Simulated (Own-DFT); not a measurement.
# Response to strain: C40 NbSi2, 36 atoms (Nb12Si24)

The numbers are computed, not measured, by runs of the plane-wave DFT program Own-DFT (in-house, retired, unreviewed) at fixed positions, with no spin and no spin-orbit coupling.

All runs used: PBE; PseudoDojo norm-conserving scalar-relativistic files; cutoff 42 hartree; 4 x 4 x 5 k mesh centred on Gamma; cold (Marzari-Vanderbilt) smearing of 0.2 eV.

Caveats: forces on such cells failed a check on a denser k mesh; stress not checked against mesh or cutoff.

Unstrained cell vectors in Å: (0.000, 8.324, 0.000); (-9.613, 0.000, 0.000); (0.000, 0.000, 6.586). The unstrained cell was taken from the Materials Project. The random moves and any unrelaxed bonds add to the pressure at no strain. Each run strains this cell uniformly, with the atoms carried along. Random moves of width 0.05 Å per axis were added to every atom. Strain is the symmetric tensor, in per cent. Stress is positive in tension, and the pressure is minus a third of its trace.

| run | e_xx (%) | e_yy (%) | e_zz (%) | e_yz (%) | e_xz (%) | e_xy (%) | s_xx (GPa) | s_yy (GPa) | s_zz (GPa) | s_yz (GPa) | s_xz (GPa) | s_xy (GPa) | P (GPa) | E (meV/atom) |
|---|---|---|---|---|---|---|---|---|---|---|---|---|---|---|
| 1 | 1.87 | 0.09 | -1.57 | -1.46 | 1.12 | -0.51 | 2.81 | -1.80 | -9.45 | -4.76 | 3.75 | -1.18 | 2.81 | 12.2 |
| 2 | -1.65 | -0.85 | -1.17 | 0.47 | 1.64 | -0.36 | -11.04 | -8.20 | -12.63 | 0.59 | 6.17 | -0.48 | 10.62 | 39.6 |
| 3 | 0.91 | -1.44 | 0.99 | 0.18 | 1.95 | -1.20 | -0.50 | -6.11 | 0.34 | 1.21 | 5.28 | -3.26 | 2.09 | 17.9 |
| 4 | 1.27 | -1.25 | 1.93 | -0.37 | 1.32 | -1.64 | 1.84 | -3.97 | 4.44 | -1.04 | 3.42 | -4.33 | -0.77 | 14.4 |
| 5 | 0.68 | 0.86 | -0.88 | -0.69 | -0.03 | 1.69 | 0.61 | -0.22 | -6.09 | -2.66 | 0.49 | 4.75 | 1.90 | 3.2 |
| 6 | -0.91 | -1.39 | 1.29 | -1.52 | -0.77 | 0.89 | -6.21 | -7.49 | -0.45 | -3.93 | -2.25 | 2.37 | 4.72 | 24.8 |
| 7 | -0.16 | 1.74 | -1.58 | -1.74 | 1.43 | 0.46 | -3.44 | 2.22 | -10.49 | -5.05 | 4.36 | 1.13 | 3.90 | 28.2 |
| 8 | -1.44 | 0.38 | 0.34 | 0.95 | 1.17 | 1.93 | -7.52 | -1.58 | -3.55 | 2.24 | 2.69 | 5.93 | 4.22 | 16.0 |
| 9 | 0.24 | -0.30 | 1.02 | 0.15 | 0.80 | -0.88 | -1.18 | -2.53 | 1.02 | 1.04 | 1.76 | -2.71 | 0.90 | 3.1 |
| 10 | -1.75 | -1.81 | -0.10 | 0.40 | -0.05 | 1.64 | -11.39 | -11.11 | -7.29 | 0.63 | -0.25 | 6.12 | 9.93 | 29.1 |
| 11 | 1.31 | 1.29 | 0.26 | -0.59 | 0.72 | 0.74 | 3.11 | 3.15 | -0.48 | -1.91 | 2.36 | 1.91 | -1.92 | 4.0 |
| 12 | -0.60 | -0.62 | 0.62 | -0.82 | -0.69 | -0.07 | -4.56 | -3.94 | -1.99 | -3.08 | -1.77 | -0.41 | 3.50 | 0.0 |
| 13 | -0.50 | -0.53 | 0.42 | -1.57 | -1.79 | 0.82 | -5.21 | -4.15 | -3.80 | -4.52 | -5.01 | 2.66 | 4.39 | 28.5 |
| 14 | 1.23 | 1.27 | 0.77 | -0.15 | -0.40 | -1.29 | 3.21 | 2.92 | 1.41 | -0.51 | -1.17 | -3.03 | -2.52 | 10.0 |
| 15 | 0.41 | 1.92 | -0.48 | 0.98 | 1.68 | -0.17 | ? | ? | ? | ? | ? | ? | ? | ? |

The last column gives the free energy per atom over the lowest of the runs shown.

## Working it out

Least squares on the runs shown: each stress against a constant and the strains, taken as fractions with shears doubled. Shear strains stay in the fit of a normal stress only where such slopes are resolved. The slopes, in GPa:

| stress | at no strain | per e_xx | per e_yy | per e_zz | scatter |
|---|---|---|---|---|---|
| s_xx | -2.9 | 365 ± 12 | 99 ± 14 | 82 ± 14 | 0.46 |
| s_yy | -2.6 | 81 ± 13 | 355 ± 15 | 90 ± 15 | 0.50 |
| s_zz | -4.2 | 102 ± 14 | 82 ± 16 | 460 ± 16 | 0.52 |

The slope of each shear stress on twice its own strain, from a fit on all six strains: yz 130 ± 10, xz 136 ± 8, xy 141 ± 7 GPa. These are stiffnesses along x, y and z of the frame in which the cell vectors are given, which need not be the crystal's axes. The atoms are held to the strained lattice; where symmetry lets them move under strain, relaxing them would lower some slopes. Symmetry asks for nearly equal slopes across the diagonal; the mismatch is a measure of noise. A ninth of the table's sum, 191 ± 6 GPa, estimates the bulk modulus near the mean pressure of these runs, 3.1 GPa, so it lies above the value at zero pressure.

## Test on the hidden row

Q: what normal stresses and pressure should run 15 give?

The fit gives s_xx = 0.1, s_yy = 4.1, s_zz = -4.4 and P = 0.1 GPa. The run itself gave 0.28, 3.81, -4.36 and P = 0.09 GPa.
